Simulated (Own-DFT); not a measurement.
## Calculated data, SiC (twinned 3C silicon carbide, atoms displaced), GaP (zincblende, strained, atoms displaced), SiC (4H silicon carbide, strained, atoms displaced), SiC (4H silicon carbide, atoms displaced)

A calculation, not a measurement: plane-wave PBE density functional theory by an unreviewed code, no spin, of a simulated periodic cell, stress positive in tension, free energy of the whole cell less one offset for each atom, forces on such cells passed a denser k mesh, this cell's mesh not checked; offsets are fitted by least squares, one for each functional and potential file, so energies compare only between cells with the same atoms and settings and are not formation energies; the far tail of each file's local potential was reset to the Coulomb form; each entry is a single point on an unrelaxed cell, so the pressure reflects the starting lattice, mostly measured values (interpolated for alloys), from which strain is counted, and rises with the displacements; printed positions are rounded, which can move forces by about a meV/angstrom; the program, named Own-DFT, is a retired in-house code; no spin-orbit coupling. Program: Own-DFT development build.

Settings shared by all entries: functional PBE; potential files PseudoDojo norm-conserving, scalar-relativistic, standard set; wave cutoff 42 hartree; occupations Fermi-Dirac; smearing width 0.1 eV; hardware one NVIDIA H100.

(1) SiC (twinned 3C silicon carbide, atoms displaced)

```
SiC
1.0
      4.3596    -4.3596     0.0000
      0.0000     4.3596    -4.3596
      8.7192     8.7192     8.7192
Si C Si C Si C Si C Si C Si C Si C Si C Si C Si C Si C Si C Si C Si C Si C Si C Si C Si C Si C Si C Si C Si C Si C Si C
1 1 1 1 1 1 1 1 1 1 1 1 1 1 1 1 1 1 1 1 1 1 1 1 1 1 1 1 1 1 1 1 1 1 1 1 1 1 1 1 1 1 1 1 1 1 1 1
Direct
  0.98024 0.99029 0.42281
  0.97278 0.99355 0.05236
  0.16674 0.32826 0.10760
  0.15370 0.35327 0.22719
  0.34643 0.18612 0.27622
  0.29904 0.13889 0.39201
  0.99196 0.47909 0.44640
  0.98976 0.46436 0.06311
  0.20680 0.83598 0.09994
  0.16246 0.83339 0.23399
  0.32280 0.66459 0.27436
  0.31279 0.65810 0.39741
  0.48920 0.00100 0.44610
  0.53558 0.02234 0.05936
  0.66100 0.30645 0.11047
  0.67036 0.35012 0.24125
  0.85282 0.15968 0.28453
  0.82394 0.16292 0.39439
  0.47398 0.49221 0.43487
  0.50605 0.52311 0.06573
  0.66446 0.82755 0.09955
  0.66524 0.82893 0.21961
  0.82550 0.66016 0.27780
  0.84506 0.66099 0.39909
  0.96301 0.95985 0.92954
  0.04670 0.03677 0.56613
  0.84817 0.68119 0.60289
  0.83843 0.67265 0.73439
  0.66690 0.84262 0.76431
  0.67687 0.82418 0.89817
  0.01573 0.48400 0.93426
  0.01704 0.51509 0.56794
  0.86095 0.18784 0.61063
  0.82307 0.17443 0.72619
  0.66580 0.35191 0.77361
  0.68601 0.36175 0.90297
  0.51920 0.01073 0.94163
  0.46669 0.97624 0.55733
  0.33131 0.66651 0.60284
  0.33244 0.70968 0.72341
  0.17906 0.83796 0.77612
  0.16840 0.81357 0.89884
  0.50012 0.50573 0.94118
  0.52219 0.50914 0.56105
  0.34860 0.18012 0.60163
  0.34280 0.13968 0.73997
  0.14734 0.31043 0.76906
  0.17973 0.37021 0.90050
```

```
k mesh                            : 5 x 5 x 2 centred on Gamma
free energy of cell above offsets : 6.438 eV
pressure                          : 10.85 GPa
stress xx                         : -11.17 GPa
stress yy                         : -11.7 GPa
stress zz                         : -9.67 GPa
stress yz                         : -1.23 GPa
stress xz                         : 1.46 GPa
stress xy                         : -0.29 GPa
wall time                         : 221.1 s
```

Force:
```
element  x (eV/Å)  y (eV/Å)  z (eV/Å)
     Si     3.316     1.778     2.993
      C     4.219    -1.727     0.334
     Si    -1.541    -1.489    -0.421
      C     2.163    -1.387       3.1
     Si    -3.282    -1.639    -0.182
      C     3.932     0.881     -1.29
     Si    -0.436     0.117    -2.351
      C     0.981      1.43    -2.644
     Si    -3.429     2.895     2.077
      C     0.279     -0.33    -1.932
     Si     0.096    -0.535    -2.348
      C     1.363    -0.141    -0.127
     Si    -3.764    -3.118    -2.137
      C    -2.422     0.231     3.453
     Si     3.199     3.468    -4.284
      C    -1.652    -3.611     1.633
     Si    -6.753    -2.552    -4.887
      C     1.939     3.572     3.524
     Si     1.626     -1.44     0.514
      C    -2.512    -2.835     4.064
     Si     2.769     0.848    -0.936
      C     2.967     3.292     2.379
     Si    -0.184     -0.97    -3.484
      C    -2.156     1.642     1.541
     Si     9.889    -1.157    -2.124
      C    -6.025     1.687     1.656
     Si     1.414     1.029    -0.537
      C    -1.189    -0.365    -1.999
     Si     0.031     0.948     1.786
      C    -8.036      2.29    -1.586
     Si    -1.159      9.79    -0.216
      C    -2.828    -0.128     1.243
     Si    -2.734    -1.935    -0.433
      C     1.807     0.979     1.331
     Si     1.134    -0.047     1.755
      C    -2.422    -2.087     1.111
     Si    -2.167     -0.81    -1.627
      C     5.035     1.506    -0.514
     Si      2.39    -0.557     0.098
      C     1.109    -5.574     3.428
     Si    -1.662     2.095     2.906
      C     0.933     1.005    -1.931
     Si     0.501    -0.358     0.992
      C    -0.673     1.292      0.02
     Si     3.327    -0.405     1.291
      C    -1.552     2.493    -6.355
     Si      3.19     0.766     -1.33
      C     -1.03    -10.84     2.444
```

(2) GaP (zincblende, strained, atoms displaced)

```
GaP
1.0
     10.8620     0.0000     0.0000
      0.0000    10.8620     0.0000
      0.0000     0.0000    10.9361
Ga P Ga P Ga P Ga P Ga P Ga P Ga P Ga P
4 4 4 4 4 4 4 4 4 4 4 4 4 4 4 4
Direct
  0.00488 0.99780 0.99744
  0.99587 0.25412 0.24995
  0.24727 0.00042 0.24691
  0.25032 0.25549 0.00223
  0.12415 0.12720 0.13010
  0.13133 0.37399 0.37911
  0.37818 0.12062 0.38014
  0.37755 0.38196 0.12380
  0.00085 0.00691 0.49511
  0.00714 0.25007 0.75605
  0.24728 0.99691 0.74880
  0.25734 0.25907 0.49364
  0.12416 0.12258 0.63598
  0.11915 0.38081 0.86644
  0.37692 0.12567 0.87462
  0.36863 0.37744 0.62507
  0.99536 0.50137 0.00220
  0.99762 0.74433 0.25365
  0.25219 0.49963 0.25071
  0.24664 0.74433 0.99838
  0.11977 0.62357 0.12273
  0.12963 0.87100 0.37470
  0.37425 0.62347 0.38225
  0.37556 0.87327 0.12763
  0.99653 0.50595 0.51001
  0.99819 0.74499 0.74898
  0.24815 0.49095 0.75213
  0.24538 0.74656 0.50262
  0.12856 0.62016 0.62077
  0.12700 0.87890 0.87731
  0.37519 0.62025 0.87785
  0.37437 0.87166 0.62504
  0.48973 0.99688 0.00397
  0.49361 0.24928 0.25091
  0.74052 0.98615 0.25234
  0.75618 0.25051 0.99986
  0.62061 0.11844 0.12769
  0.62082 0.37025 0.37282
  0.87201 0.12844 0.37656
  0.87625 0.37410 0.12169
  0.50296 0.00446 0.50067
  0.50648 0.25172 0.75861
  0.75557 0.99921 0.74535
  0.75563 0.24955 0.50517
  0.62216 0.12586 0.62103
  0.63241 0.37970 0.86530
  0.87647 0.12084 0.86568
  0.86853 0.37997 0.62658
  0.49713 0.49356 0.99291
  0.50532 0.74872 0.25664
  0.74356 0.49941 0.25479
  0.74691 0.74539 0.00079
  0.62678 0.62803 0.11708
  0.61926 0.88257 0.37488
  0.87657 0.62902 0.37199
  0.87570 0.87558 0.13328
  0.48685 0.50334 0.48985
  0.49999 0.75122 0.75432
  0.74962 0.50261 0.74673
  0.74673 0.75592 0.50876
  0.62337 0.63138 0.62737
  0.62215 0.87469 0.87958
  0.87314 0.62281 0.87538
  0.88225 0.88007 0.62508
```

```
k mesh                            : 3 x 3 x 3 centred on Gamma
free energy of cell above offsets : -33.210 eV
pressure                          : 3.67 GPa
stress xx                         : -3.85 GPa
stress yy                         : -3.87 GPa
stress zz                         : -3.29 GPa
stress yz                         : 0.42 GPa
stress xz                         : 0.34 GPa
stress xy                         : -0.37 GPa
wall time                         : 529.8 s
```

Force:
```
element  x (eV/Å)  y (eV/Å)  z (eV/Å)
     Ga    -0.785     0.506       0.7
     Ga     0.482    -0.162     0.456
     Ga       0.5    -0.188     0.489
     Ga     -0.25    -0.195    -0.379
      P    -0.159      0.25    -0.702
      P    -1.443     0.734    -0.629
      P     -0.89     0.493     -0.74
      P    -0.259    -0.764     0.244
     Ga     0.555    -0.258     0.304
     Ga    -1.194    -0.166    -0.937
     Ga     0.774     0.134      0.18
     Ga    -0.334    -1.616      0.96
      P     0.346      0.68    -1.803
      P     0.245    -0.293     2.086
      P    -0.543     0.074     0.156
      P     1.491     -0.34      0.28
     Ga     0.282     -0.16    -0.496
     Ga     0.676     0.856    -0.518
     Ga    -0.396     0.367    -0.034
     Ga     0.293     0.465     0.299
      P     0.495    -0.079     0.532
      P    -0.642     0.399    -0.061
      P    -1.022     1.485    -1.922
      P    -0.612    -0.771     0.231
     Ga    -0.176     -0.65     -1.29
     Ga     0.538     0.348     0.087
     Ga     0.418      1.31    -0.388
     Ga     0.557     0.517    -0.096
      P    -0.181     0.407     1.412
      P    -0.035    -1.277    -0.385
      P    -0.491     0.227     -0.73
      P     0.096     0.273    -0.041
     Ga     0.804     0.309    -0.343
     Ga     0.351    -0.389    -0.328
     Ga     1.085     1.762     -0.59
     Ga    -0.706    -0.833    -0.356
      P     0.308     0.694    -0.383
      P     0.102     0.322     0.695
      P    -0.141    -0.475    -0.688
      P     -0.45     0.423     0.699
     Ga    -0.633    -0.595     0.462
     Ga     -0.66     -0.21    -1.126
     Ga    -1.153    -0.233       0.1
     Ga    -0.798     0.215    -0.413
      P     0.661     0.224     0.943
      P    -0.284     -0.51     1.512
      P     0.167     0.538     1.323
      P     1.141    -0.641     0.204
     Ga     1.004     0.473      0.21
     Ga      -0.5    -0.234     -0.63
     Ga     0.343     0.201    -0.626
     Ga     0.886     1.165    -0.313
      P     -0.95    -1.169     1.228
      P     0.079    -1.489     1.263
      P    -1.067    -0.772     1.243
      P     0.128    -0.359    -1.063
     Ga     2.023    -1.355      1.89
     Ga      -0.2    -0.018     0.045
     Ga    -0.018     0.828    -0.249
     Ga     0.419     0.164    -0.763
      P    -0.477    -0.835    -0.481
      P     0.417     0.459    -0.311
      P    -0.021      0.28    -0.074
      P    -0.195    -0.547    -0.348
```

(3) SiC (4H silicon carbide, strained, atoms displaced)

```
SiC
1.0
      9.3258    -0.0544    -0.1147
     -4.7101     8.0630    -0.0588
     -0.1248    -0.1460    10.1800
Si C Si C Si C Si C Si C Si C Si C Si C Si C Si C Si C Si C Si C Si C Si C Si C Si C Si C
2 2 2 2 2 2 2 2 2 2 2 2 2 2 2 2 2 2 2 2 2 2 2 2 2 2 2 2 2 2 2 2 2 2 2 2
Direct
  0.00649 0.00039 0.40524
  0.11717 0.23300 0.16052
  0.99877 0.99025 0.10174
  0.10954 0.21086 0.33897
  0.99651 0.32601 0.40148
  0.11732 0.55754 0.14988
  0.99711 0.33102 0.09185
  0.10383 0.54208 0.34329
  0.99600 0.66944 0.40065
  0.10341 0.88405 0.16686
  0.00261 0.66698 0.09720
  0.11927 0.89175 0.35013
  0.33063 0.99533 0.41057
  0.44284 0.22023 0.15968
  0.33021 0.98764 0.09689
  0.44381 0.22329 0.34164
  0.32812 0.33415 0.40766
  0.44112 0.55443 0.15570
  0.33054 0.33285 0.08819
  0.44184 0.55343 0.34983
  0.33752 0.66873 0.41488
  0.44414 0.89520 0.15114
  0.33765 0.66248 0.09620
  0.44628 0.88679 0.34545
  0.66959 0.00625 0.40551
  0.77542 0.21777 0.15403
  0.67482 0.99900 0.09743
  0.77965 0.21428 0.33837
  0.66785 0.32927 0.40967
  0.77232 0.55412 0.15743
  0.66142 0.33035 0.09111
  0.77678 0.56406 0.33959
  0.67386 0.66824 0.40686
  0.78811 0.89544 0.15738
  0.66728 0.67597 0.08413
  0.77176 0.88354 0.34266
  0.99777 0.99814 0.89947
  0.89187 0.77743 0.65113
  0.00548 0.00023 0.59280
  0.89509 0.77992 0.84401
  0.99805 0.67320 0.90477
  0.89088 0.44282 0.66093
  0.00581 0.67428 0.59201
  0.89321 0.44776 0.84579
  0.00682 0.33876 0.90148
  0.88991 0.11031 0.65747
  0.00329 0.33265 0.59274
  0.89581 0.11275 0.84297
  0.66368 0.99861 0.90417
  0.54994 0.78760 0.65833
  0.65612 0.99837 0.59040
  0.55851 0.77870 0.84161
  0.67241 0.66573 0.89646
  0.54626 0.44102 0.65220
  0.67495 0.67308 0.59674
  0.56546 0.45456 0.84545
  0.66858 0.33336 0.90019
  0.54818 0.10837 0.66133
  0.65503 0.32779 0.59325
  0.56751 0.11628 0.84560
  0.33445 0.99351 0.89978
  0.22293 0.78805 0.65961
  0.33151 0.00177 0.60006
  0.22178 0.77657 0.84619
  0.33982 0.67085 0.89900
  0.22053 0.44984 0.65228
  0.32996 0.66400 0.58663
  0.22647 0.44701 0.84767
  0.32842 0.33317 0.91199
  0.21632 0.10801 0.65558
  0.33806 0.33912 0.59490
  0.21957 0.10597 0.84319
```

```
k mesh                            : 4 x 4 x 3 centred on Gamma
free energy of cell above offsets : -7.617 eV
pressure                          : -0.12 GPa
stress xx                         : 0.65 GPa
stress yy                         : -1.76 GPa
stress zz                         : 1.47 GPa
stress yz                         : -4.41 GPa
stress xz                         : -4.63 GPa
stress xy                         : -2.29 GPa
wall time                         : 363.8 s
```

Force:
```
element  x (eV/Å)  y (eV/Å)  z (eV/Å)
     Si    -1.253    -1.016     0.096
     Si     -0.18    -2.126    -1.819
      C      0.12     2.539    -1.712
      C    -0.737     1.654     1.491
     Si     0.774     0.445     0.511
     Si      -0.7     -0.51     1.293
      C     0.362     0.321    -0.355
      C     0.036     2.057    -0.234
     Si     1.889    -0.994     0.864
     Si     1.764     0.288    -1.609
      C    -0.712    -0.485    -0.546
      C    -1.596    -0.974    -0.439
     Si     1.974     1.317     -0.33
     Si    -0.054    -0.517    -1.408
      C    -2.079     2.158     -1.28
      C    -0.124    -0.377     1.379
     Si     1.379     0.014    -0.213
     Si     1.493     0.685     0.373
      C     0.445    -0.276     2.233
      C     0.351     0.208    -0.767
     Si    -0.725    -0.542    -3.758
     Si     2.472    -2.079     1.808
      C     -1.23     1.418    -1.522
      C    -0.947     0.373    -0.066
     Si      0.12    -2.044    -0.193
     Si    -0.081     1.003    -0.518
      C    -1.603     0.044    -1.509
      C    -1.434     1.229      0.87
     Si    -0.404     0.502    -1.164
     Si     0.124     0.576    -1.705
      C     0.435    -0.058     0.203
      C     0.898    -1.827      0.88
     Si    -2.085     0.121     0.554
     Si    -1.213    -1.559     0.073
      C     0.617    -1.346     1.157
      C     0.983     1.165     0.689
     Si     0.919     0.272     2.259
     Si     0.273     0.361     1.014
      C    -1.822    -0.249    -0.565
      C    -1.025    -0.077    -1.404
     Si     1.438    -0.774     1.491
     Si    -0.705     0.546    -1.396
      C    -0.423    -1.475    -0.145
      C    -0.115    -0.148    -0.246
     Si    -0.324    -0.594      1.32
     Si    -0.232    -0.203    -0.657
      C    -1.249    -0.664    -0.263
      C    -1.212     -0.18    -0.103
     Si     2.026     0.459     1.294
     Si     1.912    -1.511    -1.138
      C     1.068     1.242     0.743
      C    -0.334     0.206    -0.315
     Si    -0.608     1.773     1.803
     Si     2.404     2.145     1.275
      C    -1.755    -0.847    -0.633
      C    -0.897    -3.294    -1.245
     Si    -0.279     1.335     1.585
     Si     1.203     0.934    -0.996
      C     1.431     0.491     0.569
      C     -1.72    -1.367    -0.512
     Si    -0.584     1.724     2.104
     Si     0.661    -1.799    -0.663
      C     -0.37     0.129    -0.766
      C     0.317    -0.546     -0.96
     Si    -0.181    -0.571     2.068
     Si     1.425    -0.558     0.952
      C    -0.595     1.171     3.518
      C    -0.322     0.111    -1.585
     Si      1.54    -0.016    -2.024
     Si     1.226     1.651     0.786
      C    -2.606    -1.747    -0.604
      C     0.439      0.68     0.114
```

(4) SiC (4H silicon carbide, atoms displaced)

```
SiC
1.0
      6.1654     0.0000     0.0000
     -3.0827     5.3394     0.0000
      0.0000     0.0000    10.0681
Si C Si C Si C Si C Si C Si C Si C Si C
2 2 2 2 2 2 2 2 2 2 2 2 2 2 2 2
Direct
  0.99536 0.00599 0.40413
  0.15138 0.34120 0.14876
  0.02245 0.98485 0.11043
  0.17675 0.31406 0.33895
  0.00557 0.49163 0.41059
  0.16678 0.84841 0.16121
  0.98506 0.51506 0.10155
  0.18539 0.85066 0.36634
  0.47499 0.97901 0.41137
  0.71455 0.34285 0.16625
  0.48154 0.97249 0.08868
  0.64615 0.32191 0.35884
  0.52013 0.50086 0.40901
  0.66739 0.85141 0.14514
  0.47395 0.48080 0.10045
  0.67430 0.83476 0.35067
  0.00604 0.03118 0.90425
  0.83454 0.66200 0.65783
  0.03035 0.03193 0.57761
  0.84783 0.68378 0.83685
  0.97983 0.48092 0.90572
  0.82157 0.15217 0.66201
  0.03260 0.53926 0.58897
  0.82825 0.15133 0.83480
  0.47820 0.00129 0.89990
  0.32237 0.69032 0.64822
  0.50743 0.00154 0.59931
  0.34660 0.64783 0.85244
  0.48313 0.50901 0.91696
  0.31954 0.16742 0.65612
  0.49588 0.47854 0.60756
  0.31785 0.13874 0.85155
```

```
k mesh                            : 5 x 5 x 3 centred on Gamma
free energy of cell above offsets : 7.433 eV
pressure                          : 13.09 GPa
stress xx                         : -21.02 GPa
stress yy                         : -9.74 GPa
stress zz                         : -8.51 GPa
stress yz                         : 2.41 GPa
stress xz                         : -5.03 GPa
stress xy                         : -0.82 GPa
wall time                         : 121.7 s
```

Force:
```
element  x (eV/Å)  y (eV/Å)  z (eV/Å)
     Si     1.277    -0.493    -0.541
     Si      2.36    -1.283     2.844
      C     -10.5     5.421    -5.359
      C    -2.119     3.513     -0.09
     Si     0.062      0.11    -0.884
     Si     6.789    -3.243     3.765
      C     5.796     2.035    -3.779
      C    -5.788    -4.993    -5.075
     Si      6.71     3.816     1.531
     Si    -10.35    -5.223     2.721
      C     0.202     3.822    -0.332
      C     5.357    -0.713    -2.373
     Si    -3.804     0.595     1.194
     Si     2.517    -3.887     2.864
      C      2.73     2.354    -0.718
      C    -1.854    -0.403    -1.374
     Si     2.442    -5.107     1.834
     Si    -0.571     1.178     -1.35
      C    -3.944    -2.812     3.677
      C    -0.633    -1.081     2.825
     Si      0.39     2.921    -0.711
     Si     2.319      2.06    -3.924
      C    -4.363    -4.726     0.486
      C    -2.812     1.753     3.402
     Si     4.518    -3.569     2.101
     Si     6.181    -2.171       4.1
      C    -1.264     1.542    -0.594
      C    -8.457     3.924    -3.688
     Si     7.514    -3.529     1.072
     Si     2.535    -0.751     1.786
      C    -0.482     4.314    -2.591
      C    -2.763     4.625    -2.819
```
